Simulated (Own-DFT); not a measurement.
# Point defects and the pressure they add: zincblende GaAs

Source: density functional calculations with Own-DFT, an unreviewed in-house program that is no longer used. Nothing was measured or relaxed, and spin and spin-orbit coupling are left out.

Common settings: PBE; PseudoDojo norm-conserving scalar-relativistic files; cutoff 42 hartree; 3 x 3 x 3 k mesh centred on Gamma; Fermi-Dirac smearing of 0.1 eV.

Keep in mind (not all hold for every row): not probed for a lower state with spin; forces not confirmed at this smearing and k mesh; stress not checked against mesh or cutoff.

All runs share one cell, with vectors in Å (10.862, 0.000, 0.000); (0.000, 10.862, 0.000); (0.000, 0.000, 11.796) and a volume of 1391.7 Å³, strained against the parent crystal. Atoms were moved at random from their sites; u is the rms move along one axis. The defect's site can differ from row to row.

```
                             cell     formula   u (Å)  P (GPa)
                        no defect    As32Ga32  0.0283     6.67
                        no defect    As32Ga32  0.0311     6.69
                        no defect    As32Ga32  0.0484     6.95
one As vacancy and one Ga vacancy    As31Ga31  0.0297     5.93
one As vacancy and one Ga vacancy    As31Ga31  0.0486     6.17
one As vacancy and one Ga vacancy    As31Ga31  0.0497     6.17
              one P on an As site   As31Ga32P  0.0304     6.36
              one P on an As site   As31Ga32P  0.0315     6.40
              one P on an As site   As31Ga32P  0.0496     6.73
              one In on a Ga site  As32Ga31In  0.0272     7.37
              one In on a Ga site  As32Ga31In  0.0296        ?
              one In on a Ga site  As32Ga31In  0.0298     7.43
              one In on a Ga site  As32Ga31In  0.0301     7.36
              one Al on a Ga site  AlAs32Ga31  0.0284     6.63
              one Al on a Ga site  AlAs32Ga31  0.0473     7.01
              one Al on a Ga site  AlAs32Ga31  0.0503     7.00
```

## Working it out

P = P0 + c u² + a shift for each defect gives P0 = 6.50 GPa, c = 202 ± 15 GPa/Å² and a scatter of 0.04 GPa. The shifts, and each times the cell's volume:

- one In on a Ga site: 0.72 ± 0.03 GPa, 6.3 eV
- one Al on a Ga site: 0.01 ± 0.03 GPa, 0.1 eV (not resolved)
- one P on an As site: -0.29 ± 0.03 GPa, -2.5 eV
- one As vacancy and one Ga vacancy: -0.79 ± 0.03 GPa, -6.9 eV

Against the defect-free cell, a freed cell would be larger where the shift is positive and smaller where it is negative (160.2 GPa Å³ is 1 eV). The atoms around the defects weren't relaxed, which would change these numbers.

## Check

Q: what pressure belongs in the blank (one In on a Ga site, u = 0.0296 Å)?

Estimate: 7.39 ± 0.04 GPa. Computed: 7.41 GPa.
